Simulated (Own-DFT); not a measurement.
# A change of arrangement and its cost: C34N2Si36, 72 atoms

These are calculations, not measurements. The program, named Own-DFT, is a retired in-house plane-wave density functional code that no person has reviewed. Each row is one single-point run on a periodic cell that was not relaxed, without spin or spin-orbit coupling.

Settings of every run: PBE; PseudoDojo norm-conserving scalar-relativistic files; cutoff 42 hartree; 4 x 4 x 3 k mesh centred on Gamma; Fermi-Dirac smearing of 0.1 eV.

Known limits: not probed for a lower state with spin; forces on such cells passed a denser k mesh, each cell not checked; stress not checked against mesh or cutoff.

All cells hold the same atoms in the same cell, with vectors in Å (9.248, 0.000, 0.000); (-4.624, 8.009, 0.000); (0.000, 0.000, 10.068). Every atom was moved at random from its ideal site; u is the rms move along one axis. The defect's site can differ from row to row. E is the free energy of the cell above the lowest run. The arrangements:

- A: 4H SiC, with two N on a C site each, 3.1 Å apart
- B: 2H SiC, with two N on a C site each, 3.1 Å apart

```
arrangement   u (Å)  E (eV)  P (GPa)
          A  0.0281   0.000     2.62
          A  0.0306   0.693     2.83
          A  0.0313   0.783     2.84
          A  0.0492   4.330     4.29
          A  0.0505   4.443     4.30
          A  0.0527   4.978     4.28
          B  0.0291   1.318     2.96
          B  0.0298   1.338     2.91
          B  0.0309   1.377     2.93
          B  0.0474   4.772     4.17
          B  0.0487   5.013     4.15
          B  0.0519   6.922     4.88
```

Question: once the cost of the random moves is taken out, how do the arrangements rank?

## Worked answer

Fit E = a + b u², with one b for all and one a for each arrangement, and with residuals divided by u², since the noise grows with the moves. Then b = 2599 eV/Å², the scatter at u = 0.04 Å is 0.27 eV, and against A:

- B: 0.95 ± 0.12 eV (higher)

These are energies of unrelaxed cells. Relaxing the atoms lowers the strained arrangements most, so the gaps would shrink and small ones could change sign.
